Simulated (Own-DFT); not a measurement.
Simulation results for Hf$_{36}$O$_{71}$ (tetragonal hafnia with one neutral oxygen vacancy, atoms displaced)

Computed with Own-DFT development build. A calculation, not a measurement: plane-wave PBE and HSE06 DFT by an unreviewed code, no spin, of a simulated cell at Gamma alone, so results move with cell size and shape, stress positive in tension, energies less offsets, not probed for a lower state with spin; hafnium file: forces about 75 meV/angstrom off all-electron values; oxygen file: force components 24 meV/angstrom off all-electron in a glass; k mesh not checked against a denser one; forces and stress are PBE's, HSE06 gives the energy alone, and its difference from PBE has offsets of its own; offsets are fitted by least squares, one for each functional and potential file, so energies compare only between cells with the same atoms and settings and are not formation energies; the far tail of each file's local potential was reset to the Coulomb form; each entry is a single point on an unrelaxed cell, so the pressure reflects the starting lattice, taken from the Materials Project, from which strain is counted, and rises with the displacements; printed positions are rounded, which can move forces by about a meV/angstrom; the program is a retired in-house code; no spin-orbit coupling.

Settings shared by all entries: first functional PBE; second functional HSE06; exact exchange share 0.25; screening 0.11 1/bohr; exchange divergence Gygi-Baldereschi; potential files PseudoDojo norm-conserving, scalar-relativistic, made for PBE, standard set; wave cutoff 48 hartree; occupations fixed; k mesh 1 x 1 x 1 centred on Gamma.

(1) Hf$_{36}$O$_{71}$ (tetragonal hafnia with one neutral oxygen vacancy, atoms displaced)

```
CELL_PARAMETERS angstrom
10.78000 0.00000 0.00000
0.00000 10.78000 0.00000
0.00000 0.00000 10.44930
ATOMIC_POSITIONS crystal
Hf 0.99416 0.99502 0.99798
Hf 0.17714 0.17251 0.25633
O 0.00364 0.16932 0.14305
O 0.16670 0.99733 0.34737
O 0.00124 0.16210 0.39696
O 0.16843 0.00917 0.09361
Hf 0.99537 0.99853 0.51295
Hf 0.16936 0.16379 0.75025
O 0.99419 0.16692 0.65133
O 0.16731 0.99481 0.85086
O 0.00180 0.16713 0.91285
O 0.16385 0.99890 0.60468
Hf 0.00221 0.33443 0.99552
Hf 0.16250 0.50091 0.25057
O 0.00186 0.50029 0.15129
O 0.17075 0.32925 0.34871
O 0.99340 0.50374 0.40474
Hf 0.00693 0.32743 0.49758
Hf 0.16685 0.49653 0.75457
O 0.00535 0.50070 0.65877
O 0.17506 0.33667 0.83818
O 0.00450 0.50303 0.89588
O 0.16929 0.33555 0.58619
Hf 0.00506 0.66413 0.99626
Hf 0.16718 0.83216 0.25065
O 0.99500 0.82419 0.16084
O 0.16043 0.67093 0.35240
O 0.00476 0.82803 0.40064
O 0.16622 0.66505 0.09345
Hf 0.99124 0.66093 0.50629
Hf 0.16957 0.83274 0.74996
O 0.99414 0.83560 0.64887
O 0.16776 0.66981 0.84864
O 0.00980 0.83749 0.89590
O 0.16488 0.68019 0.60058
Hf 0.33121 0.99623 0.00062
Hf 0.49993 0.16904 0.25106
O 0.32955 0.17274 0.15460
O 0.49673 0.00464 0.34725
O 0.32505 0.16289 0.40833
O 0.49640 0.99300 0.09260
Hf 0.32910 0.00352 0.49325
Hf 0.49623 0.16599 0.74080
O 0.32008 0.17325 0.64316
O 0.51055 0.00129 0.84897
O 0.33504 0.16978 0.90489
O 0.50126 0.00101 0.59193
Hf 0.33408 0.33436 0.99922
Hf 0.49662 0.49876 0.25603
O 0.32863 0.49904 0.15992
O 0.50420 0.32934 0.35246
O 0.33173 0.49684 0.39798
O 0.49770 0.34043 0.09951
Hf 0.33905 0.33203 0.50664
Hf 0.49738 0.49339 0.74588
O 0.33906 0.50349 0.65628
O 0.49813 0.32900 0.84165
O 0.33746 0.50084 0.89240
O 0.49012 0.33280 0.60238
Hf 0.33553 0.67003 0.00276
Hf 0.49594 0.83111 0.24971
O 0.33140 0.83996 0.15502
O 0.50217 0.66593 0.34064
O 0.34249 0.84254 0.40583
O 0.50955 0.66533 0.09087
Hf 0.33386 0.66198 0.49819
Hf 0.49735 0.83637 0.75391
O 0.33295 0.84036 0.64669
O 0.49339 0.66756 0.84728
O 0.33556 0.83800 0.89957
O 0.49992 0.66817 0.59694
Hf 0.66837 0.99606 0.99368
Hf 0.83369 0.16686 0.24980
O 0.66545 0.16926 0.15155
O 0.82783 0.99734 0.34804
O 0.66857 0.17720 0.40023
O 0.83098 0.99712 0.09105
Hf 0.67506 0.00225 0.50010
Hf 0.83582 0.16074 0.74852
O 0.66702 0.16339 0.65148
O 0.83088 0.00551 0.85674
O 0.66502 0.16857 0.90271
O 0.83419 0.00229 0.59341
Hf 0.67202 0.33108 0.00167
Hf 0.84327 0.49854 0.24472
O 0.66425 0.50148 0.14990
O 0.83114 0.33290 0.34267
O 0.66905 0.50545 0.40656
O 0.82978 0.32812 0.10074
Hf 0.67310 0.34137 0.50651
Hf 0.82942 0.49781 0.74904
O 0.67107 0.50072 0.65465
O 0.83638 0.32325 0.85012
O 0.65989 0.49876 0.90306
O 0.82727 0.32973 0.59447
Hf 0.66249 0.66380 0.00496
Hf 0.83258 0.83673 0.25845
O 0.66677 0.83117 0.14900
O 0.82975 0.67555 0.35318
O 0.66838 0.82729 0.40895
O 0.83233 0.66421 0.09413
Hf 0.66529 0.66455 0.49997
Hf 0.83391 0.84188 0.75544
O 0.67141 0.83536 0.64964
O 0.83054 0.66344 0.84756
O 0.66648 0.83588 0.91704
O 0.83539 0.66776 0.59845
```

- PBE energy of cell above offsets: -96.429 eV
- HSE06 less PBE above offsets: 0.087 eV
- PBE pressure: 2.57 GPa
- PBE stress xx: -2.65 GPa
- PBE stress yy: -1.67 GPa
- PBE stress zz: -3.39 GPa
- PBE stress yz: -0.68 GPa
- PBE stress xz: -0.05 GPa
- PBE stress xy: 0.09 GPa

Force:
```
element  x (eV/Å)  y (eV/Å)  z (eV/Å)
     Hf     1.634     1.369      1.49
     Hf    -2.473     -2.51    -1.291
      O    -0.102     0.726       1.7
      O     0.393     0.189     0.022
      O    -0.366     0.463     1.032
      O    -0.689    -1.074     0.294
     Hf     2.746    -1.347    -2.828
     Hf    -0.639    -1.091     0.895
      O     1.531      0.28    -0.085
      O     0.292     1.687    -0.677
      O     0.399    -0.284    -1.964
      O    -0.304     0.551    -0.261
     Hf    -0.214    -0.948     1.199
     Hf     1.033     0.184     0.602
      O     0.382    -0.523    -0.804
      O    -0.971     2.164    -0.317
      O     0.253    -1.803    -0.609
     Hf    -1.144     0.155    -0.645
     Hf     0.649     2.297    -0.652
      O    -1.191    -0.391     -0.95
      O    -0.642    -1.717     1.018
      O    -0.032    -0.894     0.815
      O    -0.735     0.341     1.186
     Hf    -1.476     1.053    -0.014
     Hf    -1.748     0.677     0.882
      O     1.161     0.614    -1.314
      O     1.327    -1.126    -0.791
      O    -0.676      1.35     1.182
      O      0.63     0.115     0.723
     Hf     1.718     2.033    -0.765
     Hf    -0.208    -0.189    -1.109
      O     -0.13     0.596     0.898
      O     0.249    -0.678      0.32
      O    -1.207    -1.176     0.521
      O     0.576    -0.922    -0.541
     Hf    -0.168     1.247     0.164
     Hf     0.995     -0.37    -0.513
      O     1.328     0.588    -0.334
      O     0.523    -0.167    -0.637
      O     0.437     2.164    -1.357
      O     0.358     0.443     0.465
     Hf     0.357    -1.706     1.643
     Hf     0.545    -0.609     1.163
      O     1.804    -0.456     1.063
      O    -0.726     0.239    -1.102
      O    -0.358    -0.895     -0.66
      O    -0.268     0.656     0.378
     Hf     0.153     0.401     0.093
     Hf     0.992    -1.248    -1.236
      O     0.263     0.319    -0.963
      O    -0.862      0.93     0.155
      O      0.26     0.429     0.935
      O     0.051    -0.297    -0.314
     Hf    -1.408     0.016    -2.141
     Hf     0.914     1.119     2.108
      O    -2.068     0.038     -1.73
      O    -0.087      0.04     0.072
      O    -0.259     0.091     1.909
      O     2.967     0.001     0.465
     Hf     0.507    -0.779    -1.509
     Hf     1.488     1.806    -0.056
      O     0.125    -1.184    -0.781
      O    -0.627    -0.081     0.721
      O     -0.16    -2.712    -0.986
      O    -4.475     0.254     1.869
     Hf     -0.78     1.492     0.721
     Hf     0.073    -0.403    -1.167
      O     0.635    -0.237     1.207
      O     0.303     0.279    -0.379
      O     0.091    -1.007     0.161
      O    -0.195    -0.231    -0.403
     Hf    -1.519     1.959     2.012
     Hf     0.294     0.223    -0.762
      O    -0.294    -0.247     0.328
      O    -0.097     1.298      0.63
      O     0.297    -1.316      0.73
      O     0.642     0.195     1.227
     Hf    -2.677    -0.067    -1.083
     Hf    -1.752     1.599     0.892
      O      0.05     0.091     0.089
      O     0.505    -0.866     -1.28
      O     0.095    -0.088     -0.29
      O    -0.524     0.206     2.131
     Hf    -1.448     0.075    -0.104
     Hf    -2.742     1.139     0.657
      O     0.659    -0.204     1.133
      O      0.53     0.562     0.469
      O     -0.34    -1.352     -0.41
      O     1.596     0.884    -0.266
     Hf    -1.759     -0.88    -2.001
     Hf     1.034     0.536     1.152
      O    -1.169    -0.421    -0.671
      O     0.107     1.549    -0.578
      O     0.587    -0.611    -0.435
      O     2.692     0.301     0.856
     Hf     2.946    -0.262    -1.209
     Hf    -0.529    -1.403    -1.264
      O    -0.223     0.215     1.657
      O     0.411    -2.058    -0.488
      O    -0.588     1.695    -0.566
      O     1.002    -0.638     0.145
     Hf     0.759     1.248     0.574
     Hf    -0.368    -2.513    -0.438
      O    -0.143     0.397     1.502
      O     0.325     0.883    -0.659
      O     0.285    -1.768    -2.689
      O    -1.407    -0.702     0.826
```

(2) Hf$_{36}$O$_{71}$ (tetragonal hafnia with one neutral oxygen vacancy, atoms displaced)

```
CELL_PARAMETERS angstrom
10.78000 0.00000 0.00000
0.00000 10.78000 0.00000
0.00000 0.00000 10.44930
ATOMIC_POSITIONS crystal
Hf 0.00400 0.01105 0.00379
Hf 0.17037 0.18145 0.25262
O 0.99122 0.16595 0.15866
O 0.16713 0.99994 0.36444
O 0.01571 0.15701 0.40494
O 0.18325 0.00639 0.09783
Hf 0.99953 0.99696 0.50127
Hf 0.14583 0.15639 0.74837
O 0.99728 0.16046 0.65911
O 0.16047 0.99200 0.86025
O 0.00676 0.17132 0.91284
O 0.16452 0.99814 0.59862
Hf 0.00545 0.33834 0.98726
Hf 0.16977 0.50531 0.25350
O 0.00212 0.49889 0.15772
O 0.16840 0.32321 0.34072
O 0.01332 0.50314 0.40429
Hf 0.98354 0.33002 0.49822
Hf 0.16601 0.50220 0.74485
O 0.00770 0.48842 0.65543
O 0.17013 0.34112 0.85093
O 0.01308 0.50737 0.90304
O 0.15872 0.33835 0.59436
Hf 0.98920 0.65909 0.01393
Hf 0.17381 0.83766 0.25246
O 0.00146 0.81990 0.15093
O 0.16136 0.66844 0.35585
O 0.00389 0.82645 0.39695
O 0.16337 0.66750 0.09752
Hf 0.99696 0.66555 0.49548
Hf 0.16612 0.83155 0.75328
O 0.99734 0.83833 0.65223
O 0.16431 0.66362 0.84168
O 0.00314 0.83923 0.88623
O 0.17378 0.66456 0.59570
Hf 0.33092 0.99886 0.01168
Hf 0.49697 0.15336 0.25822
O 0.33330 0.16768 0.15147
O 0.50744 0.00192 0.34252
O 0.33386 0.17369 0.40868
O 0.51144 0.98699 0.09302
Hf 0.33552 0.01083 0.50094
Hf 0.50542 0.15606 0.73882
O 0.32614 0.17296 0.65142
O 0.50753 0.99577 0.86394
O 0.33109 0.16796 0.91497
O 0.50004 0.99315 0.60594
Hf 0.32547 0.32994 0.00746
Hf 0.51284 0.51784 0.25418
O 0.32104 0.49986 0.14877
O 0.50019 0.32257 0.34832
O 0.32825 0.51293 0.40527
O 0.49443 0.34240 0.09703
Hf 0.33811 0.34370 0.49195
Hf 0.50442 0.49105 0.74798
O 0.33213 0.48904 0.65995
O 0.50692 0.31979 0.85171
O 0.33718 0.50338 0.90627
O 0.48992 0.33813 0.58656
Hf 0.32974 0.67475 0.00602
Hf 0.50429 0.85020 0.24490
O 0.32785 0.83878 0.15573
O 0.50293 0.66315 0.34206
O 0.33124 0.82870 0.40496
O 0.49654 0.67243 0.09273
Hf 0.31690 0.66459 0.49849
Hf 0.50705 0.83853 0.75199
O 0.32587 0.83747 0.64884
O 0.50620 0.66205 0.85367
O 0.33492 0.82398 0.89981
O 0.49938 0.65985 0.59182
Hf 0.66963 0.99805 0.01545
Hf 0.84196 0.17039 0.25380
O 0.66764 0.17439 0.15406
O 0.83102 0.99641 0.36113
O 0.66768 0.16856 0.40655
O 0.83374 0.00189 0.09384
Hf 0.66383 0.00418 0.48906
Hf 0.83754 0.15931 0.76330
O 0.65554 0.17531 0.64487
O 0.83319 0.00939 0.86274
O 0.66319 0.17458 0.89882
O 0.83661 0.00414 0.59270
Hf 0.67673 0.33647 0.99944
Hf 0.84303 0.49948 0.23587
O 0.67099 0.50780 0.16003
O 0.82734 0.33090 0.35457
O 0.66601 0.50843 0.39810
O 0.83293 0.32936 0.10977
Hf 0.65999 0.34067 0.49167
Hf 0.84198 0.50307 0.74681
O 0.66934 0.50648 0.64639
O 0.82297 0.32742 0.86123
O 0.67045 0.48971 0.89544
O 0.83082 0.32773 0.58811
Hf 0.66622 0.66356 0.98921
Hf 0.81623 0.82599 0.24286
O 0.66904 0.83721 0.14030
O 0.82541 0.66148 0.34702
O 0.67281 0.83641 0.40770
O 0.82788 0.67104 0.09496
Hf 0.67208 0.66212 0.50218
Hf 0.83012 0.81687 0.75795
O 0.66199 0.84026 0.65589
O 0.82736 0.67533 0.84510
O 0.65796 0.83817 0.90128
O 0.82771 0.66917 0.59565
```

- PBE energy of cell above offsets: -86.478 eV
- HSE06 less PBE above offsets: 0.600 eV
- PBE pressure: 5.59 GPa
- PBE stress xx: -6.47 GPa
- PBE stress yy: -5 GPa
- PBE stress zz: -5.29 GPa
- PBE stress yz: 0.22 GPa
- PBE stress xz: 2.09 GPa
- PBE stress xy: 0.69 GPa

Force:
```
element  x (eV/Å)  y (eV/Å)  z (eV/Å)
     Hf     0.376    -3.187     0.072
     Hf    -0.831    -5.285    -1.837
      O     3.057    -0.283     -1.28
      O     1.063    -0.379    -2.261
      O    -1.673     2.433    -0.028
      O    -5.479    -0.385      2.35
     Hf     0.042    -2.052    -0.422
     Hf     6.367     0.825     1.065
      O    -2.216     0.609    -1.101
      O     0.286     1.653    -0.727
      O    -0.157     0.016    -1.869
      O     0.363     0.941     1.088
     Hf     0.919     0.479     2.068
     Hf     0.907    -0.035     0.073
      O     1.017     0.278     -2.19
      O     0.166     5.661     1.447
      O    -1.342    -1.512    -0.096
     Hf     3.816     0.007    -0.537
     Hf      3.05    -0.582     1.329
      O    -3.844     0.985     -0.63
      O    -1.497    -1.504     0.377
      O    -2.337    -0.816    -0.132
      O    -0.115    -0.708    -0.976
     Hf     4.285      3.45    -1.595
     Hf    -2.708      0.13     2.067
      O    -0.794      0.97     0.169
      O     0.475      0.31    -1.181
      O    -0.573     0.383     0.793
      O    -0.515    -0.129     0.612
     Hf     1.325     2.005    -0.158
     Hf     0.018    -0.211    -0.284
      O    -0.314    -1.182    -0.433
      O     0.011     0.761     0.272
      O    -1.648    -1.058     2.592
      O    -4.472    -0.458     1.705
     Hf     2.947     0.828    -4.536
     Hf      0.76     7.109    -3.404
      O     1.079    -0.278     1.346
      O    -0.379    -1.892     2.898
      O     0.588    -1.345     -1.46
      O    -3.632     0.301     3.487
     Hf    -2.727    -1.858     2.109
     Hf    -2.153     0.841      3.52
      O     0.303    -1.085     0.341
      O    -0.637      0.97    -2.061
      O    -0.496    -1.374    -0.261
      O    -0.223     0.809    -1.304
     Hf     1.697     1.296    -1.041
     Hf    -1.986    -4.536    -2.447
      O     0.772    -0.038     1.328
      O     0.193     1.818     -0.03
      O     0.042     -3.01    -1.881
      O     0.943     0.155    -0.272
     Hf    -2.444    -0.391     1.716
     Hf    -1.923     0.074     1.516
      O      0.52     0.325     -0.89
      O     -0.59     1.728    -2.092
      O     0.055    -0.088     0.308
      O     2.688     0.492     1.271
     Hf     0.005    -3.045    -1.893
     Hf    -1.342    -4.767    -0.388
      O     2.544    -0.045    -0.405
      O      0.23     4.503      0.73
      O     0.804     1.583    -1.193
      O     1.442    -0.113     1.117
     Hf     4.332     2.863     0.885
     Hf    -2.388    -0.916     0.615
      O     1.265     0.054     0.742
      O     1.078    -0.032    -1.235
      O    -0.273     1.961     0.412
      O    -0.069     0.067    -0.071
     Hf     0.862     2.457    -4.826
     Hf    -2.998    -1.258      0.84
      O     -0.38    -1.324     0.719
      O    -0.068     0.239    -2.615
      O    -0.424     0.031    -0.903
      O     1.443    -0.527     2.074
     Hf     2.639    -0.026     3.257
     Hf    -3.474     0.079     -1.28
      O     2.503    -0.223    -0.213
      O     0.449    -1.445     -0.76
      O     1.042    -1.899     0.712
      O    -1.848     0.745     1.177
     Hf    -3.845    -2.623     0.751
     Hf    -2.867    -1.078     3.234
      O     0.845     0.304    -1.914
      O     1.106     1.296    -0.688
      O    -0.494    -1.873    -0.021
      O     1.458      1.31    -0.637
     Hf    -0.543    -1.085     0.512
     Hf    -1.692    -1.446    -0.153
      O     1.333    -0.898     0.389
      O     2.645     1.459    -1.902
      O     0.719      2.72     0.107
      O    -1.143     0.771     2.323
     Hf    -3.579    -0.016     -0.61
     Hf     4.218     1.205     2.672
      O    -1.149    -0.634     0.814
      O     0.765     0.258    -0.614
      O    -0.785     -1.01    -1.874
      O    -0.514    -0.683     0.726
     Hf    -3.485     1.073    -0.144
     Hf      1.12     7.998    -3.759
      O     1.925    -0.696    -0.378
      O     0.095    -6.515      3.01
      O     1.636    -1.384     0.432
      O      2.44    -0.404     1.737
```
